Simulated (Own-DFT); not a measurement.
# Which way do the neighbours of a vacancy move? hexagonal WC, 63 atoms (C31W32), with one C vacancy

All numbers below are calculated, not measured. The program, named Own-DFT, is a retired in-house plane-wave density functional code that no person has reviewed. Each row is one single-point run on a periodic cell that was not relaxed, without spin or spin-orbit coupling.

Settings of every run: PBE; PseudoDojo norm-conserving scalar-relativistic files; cutoff 50 hartree; 4 x 4 x 4 k mesh centred on Gamma; cold (Marzari-Vanderbilt) smearing of 0.2 eV.

Known limits: forces on such cells moved up to 12 meV/angstrom on a denser k mesh; stress not checked against mesh or cutoff.

Cell vectors in Å: (5.833, -5.052, -2.839); (0.000, -5.052, 8.518); (-5.833, -5.052, -2.839). Every atom was also moved at random, by a Gaussian of width 0.05 Å on each axis. The defect's site can differ from row to row. The empty site has 6 nearest neighbours, all W. For each, d is its distance from the empty site and R the part of its force along the line away from it, positive outwards. The last column is the rms force component on atoms over 4.5 Å away.

```
run  d1 (Å)  d2 (Å)  d3 (Å)  d4 (Å)  d5 (Å)  d6 (Å)  R1 (eV/Å)  R2 (eV/Å)  R3 (eV/Å)  R4 (eV/Å)  R5 (eV/Å)  R6 (eV/Å)  far F (eV/Å)
  1   2.174   2.180   2.192   2.198   2.199   2.284       1.32       1.43       0.26      -0.27       1.34      -1.65          1.46
  2   2.128   2.187   2.190   2.207   2.294   2.312       2.04       0.89       0.39      -0.33      -0.67      -1.26          1.16
  3   2.136   2.161   2.182   2.221   2.252   2.278       1.82       1.20       1.35      -0.20      -1.16      -1.30          1.26
  4   2.139   2.150   2.154   2.173   2.182   2.216       2.54       1.46       0.83       1.84       2.08       0.14          1.43
  5   2.117   2.190   2.199   2.211   2.224   2.244       1.87       1.10       1.28      -0.42      -0.43      -0.82          1.34
  6   2.105   2.130   2.193   2.195   2.248   2.249       2.50       1.97       1.08       0.79      -0.83      -0.99          1.54
  7   2.139   2.184   2.187   2.198   2.279   2.315       1.65       0.72       1.29       0.63      -0.84      -2.34          1.64
  8   2.076   2.181   2.188   2.192   2.248   2.263       2.76       0.56       0.98       1.04       0.90      -0.67          1.56
  9   2.119   2.211   2.228   2.229   2.255   2.275       2.20       0.13       0.46       0.42      -1.02      -2.37          1.27
 10   2.153   2.166   2.198   2.228   2.230   2.264          ?          ?          ?          ?          ?          ?             ?
```

## Worked fit

A straight line through the 54 neighbours shown gives R = 0.51 - 21.4 (d - 2.201) eV/Å, with a scatter of 0.53 left by the moves of the other atoms. The slope, with an error of 1.4, is the pull back towards the neighbour's own site. The constant, 0.51 ± 0.07 eV/Å, is the force at the mean distance: with one bond gone, the neighbours are pushed outwards, away from the empty site. It shows how a relaxation would start, not where it would end, and it depends somewhat on the width of the random moves.

## Withheld run

Question: what mean R should the neighbours of run 10 feel? Their mean d is 2.207 Å.

The line gives 0.40 ± 0.16 eV/Å, by the scatter of the means of the runs shown. The calculation gave R = 1.71, 0.11, 0.03, 0.51, -0.14, -0.28, a mean of 0.32 eV/Å.
